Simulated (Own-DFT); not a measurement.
## Calculated data, Ti12O23 (rutile with two vacancies, strained, atoms displaced)

All values are calculated (Own-DFT development build). A calculation, not a measurement: plane-wave PBE density functional theory by an unreviewed code, no spin, of a simulated periodic cell, stress positive in tension, free energy of the whole cell less one offset for each atom, defect cell not probed for a lower state with spin; oxygen file: force components 24 meV/angstrom off all-electron in one glass; forces on such cells passed a denser k mesh, this cell's mesh not checked; offsets are fitted by least squares, one for each functional and potential file, so energies compare only between cells with the same atoms and settings and are not formation energies; the far tail of each file's local potential was reset to the Coulomb form; each entry is a single point on an unrelaxed cell, so the pressure reflects the starting lattice, mostly measured values (interpolated for alloys), from which strain is counted, and rises with the displacements; printed positions are rounded, which can move forces by about a meV/angstrom; the program, named Own-DFT, is a retired in-house code; no spin-orbit coupling; before rounding, a Quantum ESPRESSO 7.3.1 run of the same cell and cutoff gave forces within 1 meV/angstrom rms on each cell, which checks the program and not the settings.

Entry: Ti12O23 (rutile with two vacancies, strained, atoms displaced)

```
cell vectors (Å)
   9.2673    -0.0227     0.1348
  -0.0227     9.2619    -0.0474
   0.1302    -0.0458     8.9528
atoms (fractions of the cell vectors)
Ti  0.01035  0.98938  0.00254
Ti  0.24591  0.25522  0.17540
O   0.16422  0.16551  0.02361
O   0.36268  0.35693  0.98868
O   0.39227  0.10153  0.17274
O   0.10143  0.41462  0.17852
Ti  0.00867  0.98462  0.32972
Ti  0.24629  0.25431  0.49340
O   0.16176  0.16666  0.34482
O   0.35335  0.35360  0.32761
O   0.42076  0.10242  0.50408
O   0.11038  0.38859  0.50745
Ti  0.99164  0.00761  0.67064
Ti  0.26712  0.24435  0.84303
O   0.15130  0.16169  0.67230
O   0.35033  0.35710  0.66717
O   0.40480  0.09377  0.82021
O   0.08799  0.40718  0.81852
Ti  0.99718  0.49262  0.99547
Ti  0.26057  0.74842  0.16932
O   0.14967  0.66540  0.00187
O   0.36625  0.83856  0.00127
O   0.40871  0.59553  0.16696
O   0.09105  0.90540  0.16548
Ti  0.01045  0.49498  0.34006
Ti  0.26159  0.74386  0.49197
O   0.14338  0.65978  0.33899
O   0.35587  0.84843  0.33648
O   0.41046  0.60179  0.50602
O   0.09057  0.89225  0.50215
Ti  0.00520  0.50460  0.66710
Ti  0.25257  0.75281  0.84094
O   0.34501  0.84840  0.66759
O   0.39971  0.60017  0.82267
O   0.09639  0.89766  0.81507
Ti  0.50043  0.01418  0.99486
Ti  0.73958  0.24476  0.15238
O   0.64834  0.15513  0.98330
O   0.86008  0.36571  0.99530
O   0.90326  0.10224  0.16255
O   0.59861  0.40120  0.17731
Ti  0.50087  0.99080  0.32983
Ti  0.74525  0.25162  0.51471
O   0.65529  0.14982  0.31827
O   0.84969  0.36014  0.32893
O   0.90225  0.10312  0.50446
O   0.60362  0.40041  0.49591
Ti  0.49454  0.01103  0.65695
Ti  0.74385  0.25055  0.84287
O   0.65661  0.16475  0.67482
O   0.84382  0.35401  0.66693
O   0.91325  0.09398  0.82937
O   0.59581  0.39968  0.82907
Ti  0.49977  0.50939  0.99270
Ti  0.74342  0.74398  0.15891
O   0.63920  0.65901  0.98822
O   0.84872  0.84826  0.99917
O   0.90872  0.60031  0.15874
O   0.58418  0.89682  0.17437
Ti  0.49183  0.50633  0.34670
Ti  0.75069  0.76066  0.49642
O   0.65624  0.66176  0.34384
O   0.85849  0.85100  0.33259
O   0.90608  0.59097  0.50955
O   0.60736  0.89571  0.50668
Ti  0.49911  0.51179  0.66914
Ti  0.74241  0.74908  0.82702
O   0.65863  0.64260  0.66047
O   0.84524  0.84620  0.66100
O   0.58681  0.90424  0.82719
```

It was run with functional PBE, potential files PseudoDojo norm-conserving, scalar-relativistic, standard set, wave cutoff 72 hartree, occupations Fermi-Dirac, smearing width 0.1 eV and k mesh 3 x 3 x 3 centred on Gamma.

Results for Ti12O23 (rutile with two vacancies, strained, atoms displaced): free energy of cell above offsets -9.492 eV; pressure 3.03 GPa; stress xx -2.75 GPa; stress yy -2.46 GPa; stress zz -3.89 GPa; stress yz -1.97 GPa; stress xz 3.39 GPa; stress xy -1.21 GPa.

Force:
```csv
element,x (eV/Å),y (eV/Å),z (eV/Å)
Ti,-1.822,0.978,-0.862
Ti,1.159,0.869,0.352
O,-1.255,-1.409,-2.902
O,-1.255,-0.832,0.429
O,1.253,-0.881,-0.501
O,1.255,-0.93,-1.766
Ti,-1.846,1.329,3.002
Ti,2.079,-0.463,3.619
O,-1.586,-2.25,-1.835
O,0.18,0.639,0.918
O,-0.987,0.473,-0.867
O,-1.971,3.387,0.074
Ti,1.013,0.277,-2.28
Ti,-1.072,1.145,-2.377
O,0.902,-0.429,0.088
O,0.159,-0.464,0.691
O,-1.095,1.129,2.166
O,0.868,0.4,1.074
Ti,2.06,1.728,2.041
Ti,-0.183,-0.944,-1.327
O,0.57,-0.299,0.207
O,-1.192,0.47,0.04
O,-0.992,1.014,0.473
O,2.296,-1.108,-0.726
Ti,-3.136,-0.578,-0.141
Ti,-1.279,2.203,0.553
O,1.656,0.383,-0.068
O,-1.269,-0.777,0.152
O,-1.452,0.963,0.321
O,0.937,0.261,-0.791
Ti,-1.558,-2.019,-1.806
Ti,0.02,1.237,0.458
O,-0.53,-0.651,-0.716
O,-0.365,0.433,1.186
O,0.694,-0.449,1.702
Ti,-1.03,-2.324,0.368
Ti,0.866,1.189,5.013
O,-0.544,-0.879,1.864
O,-2.804,-2.576,-0.382
O,0.58,-0.536,-0.806
O,0.294,0.307,-1.402
Ti,1.074,2.271,0.105
Ti,1.642,0.975,-2.578
O,-0.011,-0.1,0.151
O,0.381,-0.483,0.069
O,0.164,-0.346,-0.354
O,-1.2,0.753,-0.12
Ti,1.035,-2.018,-0.07
Ti,2.082,2.487,-3.906
O,-1.046,-1.625,0.478
O,0.743,0.587,0.335
O,-1.519,1.36,2.221
O,0.414,0.593,0.571
Ti,-0.074,-1.637,1.07
Ti,1.339,-0.693,0.921
O,1.391,0.397,0.538
O,-0.23,-0.362,-0.278
O,-1.292,0.958,0.058
O,1.484,-0.297,-1.64
Ti,2.548,-2.442,-2.487
Ti,1.025,-0.744,-0.241
O,-0.39,-0.555,-1.497
O,-0.842,-0.491,-0.604
O,0.782,0.551,0.244
O,-1.253,1.349,-0.435
Ti,0.639,-2.745,-0.093
Ti,-0.512,2.024,-1.114
O,0.628,0.77,1.163
O,0.022,-0.177,1.508
O,1.356,-0.372,0.747
```
